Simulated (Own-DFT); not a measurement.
# What random displacements cost in grey tin, 64 atoms (Sn64)

These are calculations, not measurements. They come from Own-DFT, an in-house plane-wave density functional program, since retired, whose code no person has reviewed. Each row is one single-point run on a periodic cell that was not relaxed, without spin or spin-orbit coupling.

Settings of every run: PBE; PseudoDojo norm-conserving scalar-relativistic files; cutoff 42 hartree; 3 x 3 x 3 k mesh centred on Gamma; cold (Marzari-Vanderbilt) smearing of 0.2 eV.

Known limits: forces on such cells moved up to 12 meV/angstrom on a denser k mesh; stress not checked against mesh or cutoff.

Cell vectors in Å: (12.978, 0.000, 0.000); (0.000, 12.978, 0.000); (0.000, 0.000, 12.978). In each run every atom was moved at random and independently from its ideal site; u is the rms move along one axis. E is the free energy for each atom above the fitted value at u = 0, and F the rms of the force components.

```
run   u (Å)  E (meV/atom)  F (eV/Å)  largest force (eV/Å)  P (GPa)
  1  0.0182           4.0     0.197                  0.69     3.37
  2  0.0189           4.9     0.213                  0.67     3.38
  3  0.0206           5.0     0.214                  0.65     3.38
  4  0.0454          28.6     0.521                  1.58     3.61
  5  0.0477          27.8     0.517                  1.92     3.58
  6  0.0912             ?         ?                     ?        ?
  7  0.0969         113.4     1.097                  5.12     4.39
  8  0.1044         142.2     1.219                  4.95     4.72
  9  0.1395         251.0     1.690                  7.80     5.67
```

## Worked fit

For small independent moves the energy grows as E = (3/2) K u², with K the mean stiffness felt by one atom. The runs with u up to 0.11 Å give K = 8.5 ± 0.2 eV/Å², with residuals divided by u² + 0.0006 Å², since the noise grows with the moves. The scatter is 1.8 meV/atom at u = 0.05 Å. The forces follow F = G u with G = 11.1 eV/Å²; no force at u = 0 is resolved. G exceeds K because the moves of its neighbours add to the force on an atom, and stiffness differs between atoms. The pressure follows P = 3.33 + 121 u² GPa: at fixed volume, shortened bonds push harder than stretched ones pull.

## Withheld run

Question: what energy and rms force should run 6 give?

The fit gives 106 ± 6 meV/atom and about 1.01 eV/Å. The calculation gave 105.0 meV/atom and 1.079 eV/Å.
